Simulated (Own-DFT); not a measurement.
# Point defects and the pressure they add: zincblende GaAs

Source: density functional calculations with Own-DFT, an unreviewed in-house program that is no longer used. Nothing was measured or relaxed, and spin and spin-orbit coupling are left out.

All runs used: PBE; PseudoDojo norm-conserving scalar-relativistic files; cutoff 42 hartree; 3 x 3 x 3 k mesh centred on Gamma; Fermi-Dirac smearing of 0.1 eV.

Caveats (not all hold for every row): not probed for a lower state with spin; forces not confirmed at this smearing and k mesh; stress not checked against mesh or cutoff.

All runs share one cell, with vectors in Å (11.737, 0.000, 0.000); (0.000, 11.737, 0.000); (0.000, 0.000, 10.919) and a volume of 1504.3 Å³, strained against the parent crystal. The atoms are randomly displaced, by u rms on each axis. The defect's site can differ from row to row.

| cell | formula | u (Å) | P (GPa) |
|---|---|---|---|
| no defect | As32Ga32 | 0.0311 | 0.76 |
| no defect | As32Ga32 | 0.0534 | 1.02 |
| no defect | As32Ga32 | 0.0540 | 0.99 |
| one P on an As site | As31Ga32P | 0.0286 | 0.50 |
| one P on an As site | As31Ga32P | 0.0309 | 0.54 |
| one P on an As site | As31Ga32P | 0.0472 | 0.77 |
| one As vacancy and one Ga vacancy | As31Ga31 | 0.0284 | 0.48 |
| one As vacancy and one Ga vacancy | As31Ga31 | 0.0313 | 0.54 |
| one As vacancy and one Ga vacancy | As31Ga31 | 0.0512 | 0.77 |
| one Al on a Ga site | AlAs32Ga31 | 0.0299 | ? |
| one Al on a Ga site | AlAs32Ga31 | 0.0302 | 0.73 |
| one Al on a Ga site | AlAs32Ga31 | 0.0503 | 1.06 |
| one Al on a Ga site | AlAs32Ga31 | 0.0551 | 1.06 |
| one In on a Ga site | As32Ga31In | 0.0300 | 1.34 |
| one In on a Ga site | As32Ga31In | 0.0497 | 1.55 |
| one In on a Ga site | As32Ga31In | 0.0558 | 1.69 |

## Working it out

P = P0 + c u² + a shift for each defect gives P0 = 0.57 GPa, c = 154 ± 10 GPa/Å² and a scatter of 0.03 GPa. The shifts, and each times the cell's volume:

- one In on a Ga site: 0.62 ± 0.03 GPa, 5.8 eV
- one Al on a Ga site: 0.04 ± 0.03 GPa, 0.4 eV (not resolved)
- one P on an As site: -0.18 ± 0.03 GPa, -1.7 eV
- one As vacancy and one Ga vacancy: -0.21 ± 0.03 GPa, -1.9 eV

A positive shift means that the defect pushes the cell outwards. Shift times volume (160.2 GPa Å³ is 1 eV) depends little on the cell's size, so, taken for each site, it can be compared between cells at like pressure. The atoms around the defects weren't relaxed, which would change these numbers.

## The run left out

Question: what pressure belongs in the blank (one Al on a Ga site, u = 0.0299 Å)?

From the fit: 0.76 ± 0.04 GPa. DFT gave 0.71 GPa.
